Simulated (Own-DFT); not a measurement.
# How strain changes the stress of wurtzite AlGaN with randomly placed atoms, 72 atoms (Al9Ga27N36)

All numbers below are calculated, not measured. They come from Own-DFT, an in-house plane-wave density functional program, since retired, whose code no person has reviewed. Each row is one single-point run on a periodic cell that was not relaxed, without spin or spin-orbit coupling.

Settings of every run: PBEsol; PseudoDojo norm-conserving scalar-relativistic files, made for PBE; cutoff 42 hartree; 4 x 4 x 3 k mesh centred on Gamma; Fermi-Dirac smearing of 0.1 eV.

Known limits: forces on such cells passed a denser k mesh, each cell not checked; stress not checked against mesh or cutoff.

Unstrained cell vectors in Å: (9.509, 0.000, 0.000); (-4.755, 8.235, 0.000); (0.000, 0.000, 10.268). The unstrained cell has measured lattice constants (interpolated for alloys), not those of this functional. That, the random moves and any unrelaxed bonds set the pressure at no strain. Each run strains this cell uniformly, with the atoms carried along. Every atom was also moved at random, by a Gaussian of width 0.05 Å on each axis. The random placing of the alloy's atoms differs from row to row. Strain is the symmetric tensor, in per cent. Stress is positive in tension, and the pressure is minus a third of its trace.

```
run  e_xx (%)  e_yy (%)  e_zz (%)  s_xx (GPa)  s_yy (GPa)  s_zz (GPa)  P (GPa)  E (meV/atom)
  1     -2.50     -2.50      0.00      -19.31      -18.46       -6.67    14.81          65.6
  2      3.00      3.00      0.00       11.27       11.05        0.81    -7.71          33.7
  3      1.00      1.00      0.00        3.39        2.39       -1.15    -1.54           0.0
  4     -1.25     -1.25      0.00      -12.12      -10.43       -4.06     8.87          50.5
  5      2.75      2.75      0.00       10.72        9.75        1.07    -7.18          21.1
  6      1.25      1.25      0.00        4.15        2.30       -0.96    -1.83          20.5
  7      0.50      0.50      0.00        0.46        2.02       -4.30     0.61          12.5
  8     -1.75     -1.75      0.00      -10.40      -15.10       -5.64    10.38          30.6
  9     -0.50     -0.50      0.00           ?           ?           ?        ?             ?
```

E is the free energy for each atom above the lowest run shown.

## Worked fit

The change of volume is close to e_xx + e_yy + e_zz. A straight line through the runs shown gives P = 3.65 - 203 x (fractional change of volume) GPa, with an error of 8 on the slope and a scatter of 0.92 GPa. The strain isn't the same on all axes and the cell isn't cubic, so the slope belongs to this path and is not the bulk modulus.

## Withheld run

Question: what pressure should run 9 give? Its volume changes by -1.00 %.

The line gives 5.7 GPa. The calculation gave 4.87 GPa.
